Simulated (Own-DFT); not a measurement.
GaN (wurtzite, strained, atoms displaced) (calculated)

Computed with Own-DFT development build. A calculation, not a measurement: plane-wave PBE density functional theory by an unreviewed code, no spin, of a simulated periodic cell, stress positive in tension, free energy of the whole cell less one offset for each atom, forces on such cells passed a denser k mesh, this cell's mesh not checked; offsets are fitted by least squares, one for each functional and potential file, so energies compare only between cells with the same atoms and settings and are not formation energies; the far tail of each file's local potential was reset to the Coulomb form; each entry is a single point on an unrelaxed cell, so the pressure reflects the starting lattice, mostly measured values (interpolated for alloys), from which strain is counted, and rises with the displacements; printed positions are rounded, which can move forces by about a meV/angstrom; the program, named Own-DFT, is a retired in-house code; no spin-orbit coupling.

Common to all runs: functional PBE; potential files PseudoDojo norm-conserving, scalar-relativistic, standard set with the stringent files for Ga; wave cutoff 96 hartree; occupations Gaussian; smearing width 0.01 eV; k mesh 3 x 4 x 3 centred on Gamma.

(1) GaN (wurtzite, strained, atoms displaced)

```
CELL_PARAMETERS angstrom
12.75600 0.00000 0.00000
-4.78350 8.28530 0.00000
0.00000 0.00000 10.52560
ATOMIC_POSITIONS crystal
Ga 0.08579 0.21798 0.00232
Ga 0.16631 0.10358 0.24982
N 0.08528 0.22350 0.18848
N 0.16043 0.11064 0.44321
Ga 0.09350 0.22734 0.50014
Ga 0.16873 0.11409 0.74765
N 0.08341 0.22440 0.68007
N 0.16733 0.11862 0.93150
Ga 0.08867 0.55451 0.00183
Ga 0.16397 0.43670 0.25616
N 0.08926 0.56775 0.19050
N 0.16052 0.44667 0.44083
Ga 0.08086 0.55140 0.49313
Ga 0.16613 0.44253 0.74527
N 0.08652 0.55901 0.68722
N 0.16595 0.45868 0.94571
Ga 0.07303 0.88505 0.00517
Ga 0.16176 0.78095 0.25268
N 0.08208 0.89545 0.18474
N 0.17055 0.78237 0.44770
Ga 0.08726 0.89723 0.50177
Ga 0.16400 0.78243 0.75574
N 0.08275 0.89335 0.68922
N 0.16636 0.78137 0.94290
Ga 0.32939 0.22336 0.99758
Ga 0.41987 0.11440 0.24372
N 0.33011 0.22012 0.18365
N 0.41438 0.10738 0.44054
Ga 0.33052 0.22659 0.49338
Ga 0.40603 0.09668 0.73965
N 0.33562 0.23257 0.69391
N 0.41321 0.11337 0.93503
Ga 0.33108 0.56132 0.00413
Ga 0.41541 0.44148 0.25339
N 0.33691 0.55058 0.19489
N 0.41293 0.44085 0.44163
Ga 0.32824 0.54259 0.48774
Ga 0.41341 0.44319 0.74612
N 0.33914 0.55796 0.69720
N 0.41143 0.44059 0.94641
Ga 0.32769 0.88073 0.00453
Ga 0.42236 0.78051 0.24709
N 0.33036 0.88861 0.18516
N 0.41741 0.77740 0.44341
Ga 0.32246 0.87659 0.49798
Ga 0.41200 0.77736 0.75338
N 0.32895 0.88889 0.69035
N 0.41768 0.77320 0.94149
Ga 0.58237 0.22594 0.99642
Ga 0.66291 0.09653 0.25304
N 0.58121 0.22786 0.19155
N 0.66754 0.11995 0.43749
Ga 0.57834 0.21288 0.49417
Ga 0.67761 0.11522 0.75252
N 0.57657 0.21850 0.69672
N 0.66610 0.11505 0.93712
Ga 0.58529 0.55606 0.99229
Ga 0.66340 0.44391 0.25078
N 0.58554 0.55335 0.18463
N 0.66225 0.43659 0.43471
Ga 0.57316 0.54709 0.49126
Ga 0.66928 0.43767 0.75447
N 0.57742 0.54937 0.69163
N 0.66490 0.44571 0.93694
Ga 0.58500 0.88749 0.99693
Ga 0.65791 0.77688 0.25014
N 0.58337 0.89032 0.19199
N 0.67226 0.77711 0.43693
Ga 0.57635 0.88188 0.50509
Ga 0.66236 0.77697 0.75168
N 0.58326 0.88691 0.69533
N 0.66658 0.78019 0.93544
Ga 0.83747 0.22034 0.00149
Ga 0.91881 0.11160 0.25594
N 0.83745 0.21612 0.18444
N 0.92248 0.11277 0.43783
Ga 0.83429 0.22793 0.50266
Ga 0.91722 0.11133 0.75676
N 0.83818 0.21658 0.69056
N 0.91587 0.12117 0.93298
Ga 0.83386 0.54587 0.00716
Ga 0.91363 0.43817 0.25102
N 0.83382 0.55883 0.19018
N 0.92018 0.45071 0.44113
Ga 0.83712 0.56034 0.49733
Ga 0.91664 0.44590 0.74358
N 0.82747 0.55356 0.69306
N 0.91777 0.45642 0.94039
Ga 0.83079 0.89028 0.00235
Ga 0.90844 0.76951 0.24926
N 0.83983 0.89565 0.19946
N 0.91383 0.77532 0.43335
Ga 0.83570 0.89117 0.49704
Ga 0.91152 0.77535 0.75158
N 0.83024 0.88476 0.69144
N 0.91631 0.77998 0.94003
```

| Quantity | Value |
| --- | --- |
| free energy of cell above offsets | -4.967 eV |
| pressure | 4.39 GPa |
| stress xx | -6.83 GPa |
| stress yy | -6.27 GPa |
| stress zz | -0.07 GPa |
| stress yz | -1.13 GPa |
| stress xz | 0.21 GPa |
| stress xy | 0.81 GPa |

Force:
```tsv
element	x (eV/Å)	y (eV/Å)	z (eV/Å)
Ga	-1.041	1.315	-0.2
Ga	-0.507	1.387	0.197
N	0.12	-0.474	0.164
N	2.101	0.098	-1.747
Ga	-2.866	-0.117	0.399
Ga	-0.431	0.305	0.07
N	0.084	-0.239	1.416
N	-0.243	-1.256	0.623
Ga	-3.381	1.653	0.853
Ga	-0.159	1.324	-1.165
N	-0.231	-1.848	0.448
N	1.912	-0.74	-0.78
Ga	-0.394	1.679	1.941
Ga	0.172	0.682	0.883
N	-0.564	-0.077	-0.322
N	2.784	-2.853	-1.753
Ga	1.649	0.888	-1.149
Ga	0.742	0.492	0.049
N	-0.099	-1.445	1.055
N	-2.875	-1.489	-2.129
Ga	-0.642	-1.601	0.548
Ga	0.088	-0.64	-0.019
N	-0.235	-0.498	-0.175
N	-0.767	-0.297	-0.364
Ga	0.853	-0.39	-0.095
Ga	-1.002	-0.692	0.646
N	0.207	0.033	1.16
N	-1.009	-0.317	-0.698
Ga	1.137	-1.84	1.678
Ga	0.418	3.095	1.934
N	-0.104	-2.266	-1.974
N	0.348	-0.893	0.236
Ga	1.08	-1.416	0.14
Ga	0.947	-0.443	-1.338
N	-1.363	0.91	-0.024
N	-0.258	-0.198	-1.593
Ga	-0.971	2.29	2.106
Ga	1.044	0.69	2.019
N	-1.971	-0.046	-1.842
N	0.085	1.368	-0.959
Ga	0.41	1.614	-0.994
Ga	-1.986	-0.792	0.781
N	0.623	-0.192	1.323
N	-0.668	-0.879	-1.064
Ga	2.827	2.101	1.228
Ga	0.546	0.225	0.014
N	0.227	-2.09	-0.982
N	-0.568	1.147	-0.028
Ga	-0.652	-0.726	0.243
Ga	-0.259	3.151	-0.043
N	1.73	-0.931	-1.037
N	1.38	-1.652	0.078
Ga	-0.614	1.231	1.719
Ga	-2.253	-0.586	-0.165
N	1.501	-0.474	-1.427
N	0.849	-0.321	0.731
Ga	-1.195	-0.407	0.718
Ga	0.628	0.199	0.138
N	-1.099	0.713	0.257
N	0.039	0.77	0.577
Ga	2.59	1.235	2.074
Ga	-2.175	-0.087	-0.649
N	0.974	0.623	-0.759
N	1.133	0.176	0.581
Ga	-0.742	0.737	0.061
Ga	2.443	-0.594	0.371
N	0.008	-0.658	-1.623
N	-1.899	-0.351	0.039
Ga	1.527	0.886	0.485
Ga	0.852	-1.042	-0.773
N	-0.892	0.708	-0.825
N	0.389	-0.063	0.789
Ga	-1.829	1.364	-0.182
Ga	0.457	0.228	-0.178
N	-1.221	0.38	0.913
N	-0.734	0.677	0.681
Ga	0.689	-0.914	-0.169
Ga	1.108	-0.703	-1.712
N	-0.889	1.34	-0.858
N	1.838	-1.278	1.312
Ga	-1.854	1.392	-0.479
Ga	0.324	0.593	-0.393
N	0.256	-1.591	0.013
N	-0.676	-0.972	-0.747
Ga	-1.454	-0.587	0.732
Ga	0.393	0.279	1.122
N	1.457	0.295	-1.395
N	1.906	-1.826	-0.824
Ga	0.534	0.202	0.345
Ga	0.727	1.306	0.339
N	-1.637	-0.938	-1.867
N	1.006	0.616	0.716
Ga	-0.008	0	0.868
Ga	0.432	0.305	0.276
N	-0.105	0.689	-0.57
N	-1.055	-0.667	-0.019
```

(2) GaN (wurtzite, strained, atoms displaced)

```
CELL_PARAMETERS angstrom
12.75600 0.00000 0.00000
-4.78350 8.28530 0.00000
0.00000 0.00000 10.52560
ATOMIC_POSITIONS crystal
Ga 0.08148 0.21717 0.99639
Ga 0.16982 0.11391 0.25590
N 0.08616 0.22464 0.19249
N 0.16988 0.13029 0.43655
Ga 0.08306 0.21683 0.49402
Ga 0.16533 0.11762 0.75625
N 0.07835 0.21725 0.69071
N 0.16592 0.11122 0.94020
Ga 0.08147 0.56967 0.00231
Ga 0.17478 0.44884 0.25105
N 0.08797 0.55962 0.18460
N 0.16825 0.45088 0.43495
Ga 0.08287 0.55078 0.50033
Ga 0.17437 0.44847 0.73858
N 0.07901 0.55509 0.68693
N 0.16247 0.44528 0.92633
Ga 0.08657 0.88888 0.00489
Ga 0.17277 0.78859 0.25131
N 0.08270 0.89926 0.18437
N 0.16457 0.78280 0.43676
Ga 0.08707 0.88943 0.49717
Ga 0.16396 0.77143 0.75018
N 0.08432 0.88614 0.68490
N 0.16745 0.78872 0.93339
Ga 0.32910 0.22194 0.00400
Ga 0.41660 0.11697 0.25313
N 0.33804 0.22546 0.19095
N 0.42310 0.11174 0.44073
Ga 0.33513 0.22915 0.49721
Ga 0.41958 0.11699 0.75796
N 0.32561 0.21226 0.69008
N 0.42579 0.12427 0.94648
Ga 0.32703 0.54979 0.00372
Ga 0.41793 0.44486 0.25336
N 0.33398 0.54769 0.19325
N 0.41936 0.44917 0.43795
Ga 0.33671 0.55520 0.49401
Ga 0.42266 0.43694 0.74367
N 0.32343 0.54818 0.69892
N 0.40555 0.43071 0.94092
Ga 0.33141 0.89345 0.00087
Ga 0.40923 0.76641 0.25243
N 0.32805 0.88848 0.18892
N 0.41538 0.77559 0.43513
Ga 0.33255 0.88478 0.50782
Ga 0.41526 0.76963 0.74643
N 0.32951 0.88891 0.68587
N 0.41933 0.78858 0.93779
Ga 0.57837 0.21002 0.99368
Ga 0.66765 0.11671 0.23758
N 0.58203 0.20877 0.18963
N 0.66478 0.10567 0.44016
Ga 0.58506 0.22209 0.50718
Ga 0.66936 0.11394 0.75974
N 0.58606 0.22455 0.68243
N 0.66058 0.11074 0.93607
Ga 0.58780 0.55962 0.00780
Ga 0.66379 0.43998 0.25261
N 0.58259 0.55429 0.20116
N 0.66314 0.43827 0.44396
Ga 0.58338 0.56249 0.49420
Ga 0.66502 0.44358 0.74998
N 0.58197 0.55153 0.68312
N 0.65713 0.44187 0.93758
Ga 0.58922 0.88735 0.00165
Ga 0.66746 0.77918 0.25605
N 0.57777 0.88401 0.18438
N 0.66623 0.78653 0.44092
Ga 0.58366 0.88947 0.49591
Ga 0.66796 0.77908 0.75673
N 0.58718 0.90180 0.68986
N 0.66856 0.77688 0.94550
Ga 0.83471 0.21565 0.01379
Ga 0.91557 0.11709 0.24978
N 0.82777 0.20895 0.19404
N 0.91900 0.11839 0.43130
Ga 0.83360 0.23693 0.50209
Ga 0.92024 0.10935 0.75411
N 0.82565 0.22640 0.69491
N 0.91427 0.10972 0.93239
Ga 0.83223 0.55090 0.01159
Ga 0.91249 0.44470 0.25805
N 0.83222 0.54768 0.18413
N 0.91187 0.43535 0.44298
Ga 0.82928 0.55251 0.49761
Ga 0.92452 0.45757 0.74807
N 0.83589 0.55578 0.68797
N 0.91534 0.45459 0.94617
Ga 0.83418 0.89217 0.99495
Ga 0.91881 0.77189 0.24667
N 0.83287 0.89084 0.18976
N 0.91580 0.78363 0.44952
Ga 0.83180 0.89241 0.50367
Ga 0.91276 0.77854 0.75737
N 0.83298 0.88575 0.69068
N 0.90472 0.76250 0.93672
```

| Property | Result |
| --- | --- |
| free energy of cell above offsets | -3.839 eV |
| pressure | 4.56 GPa |
| stress xx | -7.67 GPa |
| stress yy | -4.36 GPa |
| stress zz | -1.65 GPa |
| stress yz | 0.4 GPa |
| stress xz | 0.97 GPa |
| stress xy | -0.22 GPa |

Force:
```tsv
element	x (eV/Å)	y (eV/Å)	z (eV/Å)
Ga	-0.42	1.51	0.792
Ga	-0.548	0.528	-0.926
N	-0.347	0.034	-0.993
N	2.458	-2.266	-0.208
Ga	-2.364	1.371	1.321
Ga	0.377	-1.567	-0.809
N	0.637	0.906	-1.218
N	-0.023	-0.654	0.089
Ga	1.124	-1.324	-0.608
Ga	-1.896	-0.816	-0.309
N	-0.701	-0.022	1.293
N	0.497	-0.56	0.658
Ga	-0.564	0.927	-0.076
Ga	-4.647	-2.627	2.157
N	2.003	0.164	-0.838
N	-0.251	0.032	1.523
Ga	-1.65	0.189	-1.171
Ga	-1.271	-1.321	0.131
N	0.849	-0.934	1.047
N	1.188	-0.918	-0.233
Ga	-1.398	0.816	1.315
Ga	-0.322	1.234	-0.518
N	-0.729	0.609	0.745
N	0.607	-0.574	0.453
Ga	0.807	-0.276	0.248
Ga	1.26	-1.117	0.381
N	-0.889	-0.183	0
N	-1.62	-0.147	-0.178
Ga	0.876	-1.164	0.866
Ga	0.123	-0.74	-0.919
N	0.813	1.063	-0.612
N	-3.301	-2.29	-1.415
Ga	-0.004	0.584	-1.224
Ga	0.212	-0.409	-0.241
N	-0.012	0.769	-0.949
N	0.037	-0.358	0.043
Ga	-1.166	0.223	1.262
Ga	-1.916	-0.102	1.486
N	5.311	2.06	-3.165
N	0.899	2.378	-0.51
Ga	0.906	0.043	-0.074
Ga	0.222	1.674	-0.869
N	1.428	0.651	-0.334
N	-0.064	0.002	0.687
Ga	-0.211	0.767	-1.253
Ga	-0.241	1.51	0.886
N	0.846	-0.109	1.333
N	0.2	-1.253	0.16
Ga	1.089	2.737	2.006
Ga	0.198	-2.803	2.787
N	-2.14	2.344	-1.095
N	0.044	1.336	-0.956
Ga	0.384	-0.872	-1.309
Ga	-0.781	0.217	-1.469
N	-0.679	-0.3	2.486
N	2.394	-0.441	1.509
Ga	-1.185	-1.25	-0.018
Ga	0.246	-0.754	0.248
N	0.495	0.282	-1.099
N	-0.186	1.045	-1.192
Ga	0.991	-0.195	0.767
Ga	0.948	0.18	0.094
N	0.085	1.201	0.081
N	1.399	-0.195	0.433
Ga	-1.972	0.073	-0.105
Ga	-0.252	0.697	-0.714
N	0.45	-0.048	0.855
N	1.084	-1.083	-0.312
Ga	-0.876	0.851	1.206
Ga	-0.694	-0.081	-0.82
N	0.221	-2.196	-0.254
N	-0.249	-0.201	-1.055
Ga	-0.863	1.325	-2.262
Ga	2.018	-1.252	0.529
N	-0.006	2.409	-0.813
N	-0.46	-0.362	1.568
Ga	0.181	-4.6	1.533
Ga	-2.022	0.444	-1.408
N	2.459	0.544	-0.74
N	0.09	0.111	1.558
Ga	-1.552	-0.195	-2.831
Ga	1.729	-0.389	-0.837
N	-0.672	0.416	2.706
N	0.071	3.626	-1.589
Ga	0.161	0.907	1.29
Ga	-1.66	-2.044	1.517
N	-1.083	0.281	-0.193
N	1.24	-1.662	-0.832
Ga	0.789	-0.642	1.391
Ga	-1.335	1.07	0.932
N	0.457	-0.409	-0.451
N	0.637	-0.859	-1.983
Ga	0.108	0.821	-0.178
Ga	1.49	-0.651	-1.472
N	-0.726	0.533	0.052
N	0.807	1.724	1.219
```

(3) GaN (wurtzite, strained, atoms displaced)

```
CELL_PARAMETERS angstrom
12.75600 0.00000 0.00000
-4.78350 8.28530 0.00000
0.00000 0.00000 10.52560
ATOMIC_POSITIONS crystal
Ga 0.08404 0.22296 0.00079
Ga 0.16632 0.12037 0.25204
N 0.07877 0.22393 0.18830
N 0.16012 0.10062 0.44417
Ga 0.08711 0.22857 0.49084
Ga 0.16839 0.11444 0.74912
N 0.07169 0.21739 0.69395
N 0.16756 0.11757 0.93555
Ga 0.07538 0.54843 0.99983
Ga 0.17344 0.45254 0.25962
N 0.08950 0.56171 0.18229
N 0.16733 0.45272 0.44618
Ga 0.07999 0.55079 0.50478
Ga 0.16830 0.44743 0.75198
N 0.09418 0.56559 0.68513
N 0.17086 0.45097 0.93589
Ga 0.08586 0.89567 0.99024
Ga 0.16306 0.78140 0.24444
N 0.09148 0.89557 0.19238
N 0.16621 0.78185 0.44086
Ga 0.07400 0.87485 0.50492
Ga 0.17022 0.78745 0.74818
N 0.08032 0.88760 0.68448
N 0.17289 0.78405 0.93892
Ga 0.33297 0.22172 0.99897
Ga 0.41913 0.11518 0.25159
N 0.32714 0.21623 0.19601
N 0.41766 0.10269 0.44122
Ga 0.34287 0.22902 0.50267
Ga 0.42121 0.11383 0.75157
N 0.33422 0.22306 0.68452
N 0.41660 0.11111 0.94032
Ga 0.33553 0.56063 0.99715
Ga 0.41223 0.43373 0.25013
N 0.32822 0.55559 0.19019
N 0.41258 0.44711 0.42533
Ga 0.33626 0.55807 0.50109
Ga 0.41797 0.45418 0.75447
N 0.33184 0.55537 0.68170
N 0.41673 0.44542 0.93730
Ga 0.34275 0.89503 0.98730
Ga 0.41582 0.77781 0.24933
N 0.34084 0.89543 0.18545
N 0.42181 0.78393 0.43831
Ga 0.34388 0.90471 0.50200
Ga 0.42402 0.78882 0.74482
N 0.32590 0.89042 0.68775
N 0.41418 0.77239 0.94103
Ga 0.58941 0.23399 0.00212
Ga 0.66386 0.11236 0.24164
N 0.57478 0.20664 0.19829
N 0.66100 0.10396 0.44298
Ga 0.58306 0.21393 0.49321
Ga 0.66824 0.10779 0.73944
N 0.58058 0.20768 0.68804
N 0.66556 0.10561 0.93472
Ga 0.59589 0.56675 0.99603
Ga 0.66396 0.44026 0.24729
N 0.58963 0.55747 0.18142
N 0.67014 0.44604 0.42889
Ga 0.58305 0.55788 0.50392
Ga 0.66752 0.43778 0.74713
N 0.58347 0.55921 0.69019
N 0.66653 0.43310 0.92856
Ga 0.58358 0.89549 0.99816
Ga 0.66819 0.77746 0.24546
N 0.58390 0.89372 0.18829
N 0.67598 0.78418 0.44209
Ga 0.58562 0.89471 0.49671
Ga 0.66872 0.78070 0.74882
N 0.58030 0.88528 0.68443
N 0.66545 0.78101 0.93069
Ga 0.84319 0.23682 0.00036
Ga 0.92536 0.11347 0.25016
N 0.83228 0.21571 0.18347
N 0.91835 0.11287 0.43048
Ga 0.84092 0.23065 0.50219
Ga 0.91606 0.10880 0.75215
N 0.83876 0.23210 0.69248
N 0.91372 0.11036 0.94268
Ga 0.82976 0.56187 0.00494
Ga 0.91705 0.44173 0.25938
N 0.82831 0.56235 0.18457
N 0.92958 0.45780 0.43498
Ga 0.83023 0.55535 0.50093
Ga 0.91622 0.44330 0.74950
N 0.82927 0.55436 0.68919
N 0.92188 0.44461 0.93742
Ga 0.83317 0.89087 0.99959
Ga 0.92383 0.77821 0.25207
N 0.83967 0.90333 0.18321
N 0.91539 0.77290 0.43212
Ga 0.83220 0.89057 0.50114
Ga 0.91074 0.77960 0.75013
N 0.83271 0.88693 0.69225
N 0.92472 0.77711 0.93895
```

| Item | Value |
| --- | --- |
| free energy of cell above offsets | -4.608 eV |
| pressure | 4.33 GPa |
| stress xx | -5.61 GPa |
| stress yy | -6.15 GPa |
| stress zz | -1.22 GPa |
| stress yz | 0.78 GPa |
| stress xz | 0.16 GPa |
| stress xy | -0.95 GPa |

Force:
```tsv
element	x (eV/Å)	y (eV/Å)	z (eV/Å)
Ga	-0.496	0.725	-0.235
Ga	-0.176	-1.491	0.957
N	1.989	1.489	-0.321
N	0.586	1.418	-0.574
Ga	0.074	-0.98	1.637
Ga	-0.746	-0.073	-0.825
N	2.349	1.241	-1.296
N	0.337	-0.173	0.054
Ga	2.315	2.112	0.188
Ga	-1.539	-0.367	-0.79
N	-0.886	-0.979	1.153
N	0.974	-0.639	-1.064
Ga	1.383	2.797	0.244
Ga	-0.259	-0.455	-0.318
N	-1.586	-0.859	0.944
N	-0.389	-0.792	0.382
Ga	1.473	-0.199	1.565
Ga	2.488	-0.092	1.137
N	-2.096	0.622	-1.586
N	0.922	-0.507	-0.461
Ga	0.881	1.138	-0.923
Ga	-1.044	-1.285	0.818
N	-0.595	0.145	1.38
N	-0.627	-0.434	-0.534
Ga	-0.007	0.195	0.476
Ga	-1.711	-2.156	0.395
N	1.053	0.582	-1.486
N	-0.709	3.679	-1.331
Ga	-1.318	-1.026	-0.675
Ga	-1.109	-0.274	0.097
N	0.321	0.712	0.903
N	0.445	1.536	-0.553
Ga	-0.273	-1.164	1.097
Ga	-0.161	1.742	-1.731
N	1.878	0.003	-0.622
N	1.347	-0.145	2.415
Ga	-0.518	0.676	-0.483
Ga	0.011	-0.929	-0.589
N	0.525	0.574	1.089
N	0.71	0.251	0.594
Ga	-1.324	-0.98	2.232
Ga	-0.159	0.371	0.096
N	-0.893	-0.328	-0.217
N	-0.37	-0.624	0.039
Ga	-1.329	-4.227	0.413
Ga	-1.911	-1.571	0.704
N	2.629	1.068	-0.059
N	1.11	1.289	-1.653
Ga	0.043	-3.031	0.282
Ga	2.002	-0.665	1.337
N	0.511	3.273	-2.161
N	1.972	2.086	-1.371
Ga	-0.498	1.392	0.885
Ga	0.341	0.09	1.582
N	-0.305	1.766	-0.998
N	-0.061	1.821	-0.195
Ga	-1.269	-1.279	-0.194
Ga	0.207	0.14	0.024
N	-1.05	-0.466	0.193
N	-0.834	-0.758	1.511
Ga	0.19	0.039	-0.897
Ga	-0.953	-0.46	-0.582
N	0.544	-0.741	-0.308
N	-0.278	2.519	0.874
Ga	0.166	-0.834	0.585
Ga	0.269	0.906	0.501
N	0.557	-1.205	-0.378
N	-1.895	-1.164	-0.989
Ga	0.603	-1.785	0.193
Ga	-0.572	-0.22	-0.243
N	1.404	0.642	-0.285
N	0.628	0.11	0.805
Ga	-0.909	-2.299	0.131
Ga	-2.312	-0.376	-0.206
N	-0.431	1.291	1.085
N	-0.295	0.165	1.497
Ga	-0.449	-0.666	-0.499
Ga	-0.813	0.061	0.936
N	-0.131	-1.706	-1.257
N	0.674	0.316	-0.863
Ga	1.407	-0.58	-0.966
Ga	0.256	0.255	-2.678
N	1.226	-1.006	0.711
N	-2.593	-1.83	0.998
Ga	0.493	0.142	-0.274
Ga	0.776	1.905	0.461
N	0.758	0.204	-0.535
N	-2.315	0.651	-0.894
Ga	0.3	0.104	0.127
Ga	-0.901	0.87	-0.989
N	0.277	-2.191	0.457
N	-0.898	0.112	1.247
Ga	1.63	0.62	-0.108
Ga	1.984	-0.496	0.478
N	-0.812	0.749	-1.048
N	-2.217	-0.089	-0.663
```
